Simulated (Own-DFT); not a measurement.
# Computed records: AlGa₂N₃ (wurtzite random alloy, atoms displaced)

All values are calculated (Own-DFT development build). A calculation, not a measurement: plane-wave PBE density functional theory by an unreviewed code, no spin, of a simulated periodic cell, stress positive in tension, free energy of the whole cell less one offset for each atom, forces on such cells passed a denser k mesh, this cell's mesh not checked; offsets are fitted by least squares, one for each functional and potential file, so energies compare only between cells with the same atoms and settings and are not formation energies; the far tail of each file's local potential was reset to the Coulomb form; each entry is a single point on an unrelaxed cell, so the pressure reflects the starting lattice, mostly measured values, from which strain is counted, and rises with the displacements; printed positions are rounded, which can move forces by about a meV/angstrom; the program is a retired in-house code; no spin-orbit coupling.

AlGa₂N₃ (wurtzite random alloy, atoms displaced)

```cif
# cell vector a (Å): 9.4900 0.0000 0.0000
# cell vector b (Å): -4.7450 8.2186 0.0000
# cell vector c (Å): 0.0000 0.0000 10.2347
data_AlGa2N3
_symmetry_space_group_name_H-M 'P 1'
_symmetry_Int_Tables_number 1
_cell_length_a 9.4900
_cell_length_b 9.4900
_cell_length_c 10.2347
_cell_angle_alpha 90.000
_cell_angle_beta 90.000
_cell_angle_gamma 120.000
_cell_volume 798.25
loop_
_atom_site_label
_atom_site_type_symbol
_atom_site_fract_x
_atom_site_fract_y
_atom_site_fract_z
_atom_site_occupancy
Al1 Al 0.12606 0.22054 0.99373 1
Al2 Al 0.22344 0.11321 0.24423 1
N1 N 0.12604 0.24347 0.18324 1
N2 N 0.21255 0.12166 0.42997 1
Ga1 Ga 0.13220 0.22780 0.49634 1
Al3 Al 0.21683 0.10586 0.74388 1
N3 N 0.10802 0.22114 0.68674 1
N4 N 0.22762 0.12214 0.94009 1
Ga2 Ga 0.10527 0.53776 0.00644 1
Ga3 Ga 0.20007 0.43198 0.26373 1
N5 N 0.10526 0.55372 0.20884 1
N6 N 0.23304 0.45729 0.44620 1
Ga4 Ga 0.10403 0.55084 0.50804 1
Al4 Al 0.21762 0.43707 0.74244 1
N7 N 0.11715 0.55637 0.68616 1
N8 N 0.21577 0.42882 0.93834 1
Ga5 Ga 0.13124 0.88805 0.98722 1
Ga6 Ga 0.21542 0.77508 0.25536 1
N9 N 0.11291 0.89235 0.20242 1
N10 N 0.23390 0.78989 0.43219 1
Ga7 Ga 0.09039 0.88344 0.50174 1
Al5 Al 0.21599 0.77988 0.74492 1
N11 N 0.11136 0.88848 0.69568 1
N12 N 0.22764 0.77755 0.93327 1
Ga8 Ga 0.41845 0.20558 0.00862 1
Ga9 Ga 0.56456 0.12332 0.24599 1
N13 N 0.43667 0.22077 0.19221 1
N14 N 0.54756 0.11481 0.43490 1
Al6 Al 0.43822 0.21674 0.50818 1
Ga10 Ga 0.53991 0.10342 0.74721 1
N15 N 0.45028 0.21839 0.69114 1
N16 N 0.55954 0.12373 0.94405 1
Ga11 Ga 0.45245 0.57409 0.99938 1
Ga12 Ga 0.54816 0.44532 0.25036 1
N17 N 0.43447 0.56535 0.19496 1
N18 N 0.54338 0.43849 0.43610 1
Ga13 Ga 0.43435 0.54558 0.50381 1
Ga14 Ga 0.55019 0.43548 0.75465 1
N19 N 0.44948 0.55422 0.68870 1
N20 N 0.55254 0.44068 0.93353 1
Al7 Al 0.44491 0.87722 0.01100 1
Ga15 Ga 0.56034 0.77469 0.24453 1
N21 N 0.43375 0.87460 0.19744 1
N22 N 0.55223 0.76596 0.43650 1
Ga16 Ga 0.44797 0.88539 0.49411 1
Al8 Al 0.55842 0.78400 0.75616 1
N23 N 0.45341 0.89448 0.69051 1
N24 N 0.55548 0.78027 0.92970 1
Al9 Al 0.77576 0.20836 0.00383 1
Ga17 Ga 0.87849 0.10058 0.25748 1
N25 N 0.78065 0.24033 0.18737 1
N26 N 0.87690 0.10909 0.44183 1
Ga18 Ga 0.80602 0.24089 0.50170 1
Ga19 Ga 0.90020 0.12850 0.74662 1
N27 N 0.78470 0.21985 0.68760 1
N28 N 0.88795 0.10692 0.94053 1
Ga20 Ga 0.78202 0.54905 0.00499 1
Ga21 Ga 0.88480 0.43352 0.24904 1
N29 N 0.78360 0.55664 0.17612 1
N30 N 0.88373 0.43490 0.43122 1
Ga22 Ga 0.77088 0.54670 0.49627 1
Ga23 Ga 0.89670 0.45120 0.74233 1
N31 N 0.79081 0.56277 0.68788 1
N32 N 0.88171 0.43196 0.93493 1
Ga24 Ga 0.79008 0.89811 0.98784 1
Al10 Al 0.88914 0.78074 0.24312 1
N33 N 0.77847 0.88704 0.19440 1
N34 N 0.88904 0.78515 0.43033 1
Al11 Al 0.77876 0.86900 0.49756 1
Al12 Al 0.89064 0.77284 0.76231 1
N35 N 0.76912 0.88831 0.69919 1
N36 N 0.90525 0.78113 0.93491 1
```

- functional: PBE
- potential files: PseudoDojo norm-conserving, scalar-relativistic, standard set
- wave cutoff: 42 hartree
- occupations: Fermi-Dirac
- smearing width: 0.05 eV
- k mesh: 4 x 4 x 3 centred on Gamma
- free energy of cell above offsets: 9.533 eV
- pressure: 9.96 GPa
- stress xx: -9.76 GPa
- stress yy: -9.87 GPa
- stress zz: -10.24 GPa
- stress yz: -1.91 GPa
- stress xz: 0.15 GPa
- stress xy: 1.99 GPa

Force:
```csv
element,x (eV/Å),y (eV/Å),z (eV/Å)
Al,-3.872,0.775,2.011
Al,-1.087,0.107,0.837
N,0.221,-4.827,-0.952
N,5.306,-3.142,-0.541
Ga,-5.727,1.838,1.664
Al,0.353,1.22,0.851
N,2.833,0.522,-0.076
N,-1.592,-3.797,-3.559
Ga,-0.443,0.47,-0.04
Ga,1.578,3.036,-0.364
N,0.117,0.045,-2.573
N,-3.171,-2.416,-0.319
Ga,0.458,1.744,-2.674
Al,1.097,1.332,1.385
N,0.488,0.828,1.677
N,0.155,1.751,-1.584
Ga,-2.682,0.677,2.395
Ga,0.249,0.21,-0.847
N,-0.954,0.467,-2.081
N,-2.338,-1.489,3.442
Ga,3.419,1.332,-0.41
Al,2.779,-0.463,0.247
N,-0.95,0.189,-0.485
N,2.22,-1.33,-0.295
Ga,5.245,3.578,0.114
Ga,-1.242,-1.771,1.021
N,0.118,0.168,0.062
N,0.629,0.385,0.883
Al,0.566,0.004,-2.211
Ga,3.544,0.583,1.956
N,-3.791,0.191,-1.459
N,0.355,-2.432,0.413
Ga,0.32,-3.397,0.523
Ga,-0.051,0.517,-1.11
N,0.968,-2.54,-1.511
N,1.34,-0.806,1.105
Ga,2.519,2.596,0.398
Ga,0.564,1.348,-0.763
N,-1.504,0.144,1.248
N,-0.176,0.565,2.445
Al,-0.915,1.573,-0.963
Ga,-1.241,0.764,1.969
N,0.926,2.054,-2.098
N,1.325,1.081,0.642
Ga,0.724,1.245,0.384
Al,-0.348,-0.808,-2.608
N,-1.354,-2.683,-0.351
N,-0.054,1.415,2.133
Al,-1.043,1.648,-0.96
Ga,0.527,1.886,-0.756
N,1.318,-5.541,-2.186
N,3.06,-1.8,-0.127
Ga,-2.941,-3.728,1.372
Ga,-0.794,-3.224,1.017
N,-2.207,1.564,-0.114
N,0.967,2.832,-0.064
Ga,-0.826,-0.385,-3.715
Ga,-0.939,4.317,0.413
N,-1.085,0.886,4.864
N,-0.351,3.579,0.867
Ga,-0.395,0.306,0.156
Ga,-0.371,-1.667,1.675
N,-1.265,0.12,-0.469
N,1.105,-0.062,0.462
Ga,0.196,-2.603,1.198
Al,0.885,-0.749,-0.279
N,0.775,0.092,-1.948
N,0.343,-2.677,-0.964
Al,-4.411,2.403,1.901
Al,-1.475,0.585,-2.573
N,2.714,-0.337,-1.351
N,-0.706,-0.297,1.652
```
